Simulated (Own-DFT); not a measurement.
# How strain changes the stress of 4H SiC, 72 atoms (C36Si36)

All numbers below are calculated, not measured. They come from Own-DFT, an in-house plane-wave density functional program, since retired, whose code no person has reviewed. Each row is one single-point run on a periodic cell that was not relaxed, without spin or spin-orbit coupling.

Settings of every run: PBE; PseudoDojo norm-conserving scalar-relativistic files; cutoff 42 hartree; 4 x 4 x 3 k mesh centred on Gamma; Fermi-Dirac smearing of 0.1 eV.

Known limits: forces on such cells passed a denser k mesh, each cell not checked; stress not checked against mesh or cutoff.

Unstrained cell vectors in Å: (9.248, 0.000, 0.000); (-4.624, 8.009, 0.000); (0.000, 0.000, 10.068). The unstrained cell has measured lattice constants (interpolated for alloys), not those of this functional. That, the random moves and any unrelaxed bonds set the pressure at no strain. Each run strains this cell uniformly, with the atoms carried along. Every atom was also moved at random, by a Gaussian of width 0.05 Å on each axis. Strain is the symmetric tensor, in per cent. Stress is positive in tension, and the pressure is minus a third of its trace.

```
run  e_xx (%)  e_yy (%)  e_zz (%)  e_yz (%)  e_xz (%)  e_xy (%)  s_xx (GPa)  s_yy (GPa)  s_zz (GPa)  s_yz (GPa)  s_xz (GPa)  s_xy (GPa)  P (GPa)  E (meV/atom)
  1     -1.65      0.97      0.74      0.73     -2.00     -1.36      -13.76       -1.37       -2.90        3.50       -6.22       -5.78     6.01          39.8
  2     -1.16      1.51     -1.94      0.39      1.59     -1.73      -11.78        1.11      -16.98       -0.06        5.57       -7.24     9.22          33.6
  3      0.71     -1.28      1.06     -1.66      1.34      1.95       -2.99      -11.17       -1.68       -4.91        4.02        9.49     5.28          48.1
  4      0.15      0.66     -0.05      1.52      1.62      1.03       -2.07       -1.69       -7.51        4.14        5.71        4.01     3.76          20.5
  5      1.34     -0.58     -0.41     -1.46     -0.35      1.48        1.99       -6.53      -10.09       -4.77       -1.87        6.24     4.88          19.4
  6      0.47      1.11      1.64      0.23      0.64      0.21       -1.90        1.32        4.84        1.23        2.21        0.30    -1.42           3.4
  7     -0.52     -1.20      1.30      1.35     -0.63     -0.33       -6.61      -13.13        0.59        4.35       -1.56       -1.78     6.38          22.2
  8     -0.32      1.37     -1.66     -1.62      1.46      1.27       -5.05       -0.03      -17.79       -5.22        4.72        5.01     7.62          58.1
  9      1.36     -1.29      0.89      1.76      0.10      1.83        0.84       -8.76        0.05        4.75        0.62        8.11     2.62           0.6
 10      1.65     -0.62      1.32     -0.92     -0.29     -0.86        4.16       -8.96        2.24       -2.52       -0.56       -3.85     0.85          26.8
 11     -0.73      0.86      1.98     -0.40      1.88      0.13       -7.18        1.79        4.00       -1.56        6.17        0.82     0.46           6.9
 12     -0.34     -1.01     -1.33      0.66      1.47     -0.37       -8.84      -10.72      -19.23        2.10        5.61       -2.79    12.93          57.7
 13     -0.56     -0.07      1.53      0.71      1.16      1.94       -7.23       -5.50        2.20        1.48        3.83       10.12     3.51          15.1
 14      0.24      1.43      1.55     -1.27     -0.17      1.13       -2.11        3.58        3.85       -3.84       -0.15        5.92    -1.77           0.0
 15     -0.29      1.27     -0.62     -1.08      1.39     -0.99       -5.30        1.35      -11.12       -3.71        5.24       -4.77     5.02          31.7
 16      0.73      1.22     -1.21      1.35     -1.17     -0.97       -0.44        2.29      -15.26        4.26       -4.04       -4.83     4.47          33.4
 17     -0.65      0.81      1.14      1.51     -1.06     -0.04           ?           ?           ?           ?           ?           ?        ?             ?
```

E is the free energy for each atom above the lowest run shown.

## Worked fit

Each stress component was fitted by least squares to a constant and the strains of the runs shown, as fractions, with shears doubled. Shear strains stay in the fit of a normal stress only where such slopes are resolved. The slopes, in GPa:

```
stress  at no strain  per e_xx  per e_yy  per e_zz  scatter
  s_xx          -5.0  542 ± 31   85 ± 28   36 ± 21     1.02
  s_yy          -5.2   86 ± 40  541 ± 35   39 ± 26     1.29
  s_zz          -7.5   65 ± 41   77 ± 36  655 ± 27     1.34
```

Each shear stress against twice its own strain: yz 147 ± 6, xz 170 ± 5, xy 231 ± 9 GPa. These are stiffnesses along x, y and z of the frame in which the cell vectors are given, which need not be the crystal's axes. The atoms are held to the strained lattice; where symmetry lets them move under strain, relaxing them would lower some slopes. The table should be nearly symmetric about its diagonal, and what it lacks of that shows the noise. A ninth of its sum, 236 ± 8 GPa, estimates the bulk modulus near the mean pressure of these runs, 4.4 GPa, so it lies above the value at zero pressure.

## Withheld run

Question: what normal stresses and pressure should run 17 give?

The fit gives s_xx = -7.4, s_yy = -0.9, s_zz = 0.2 and P = 2.7 GPa. The calculation gave -5.12, -2.34, 0.62 and P = 2.28 GPa.
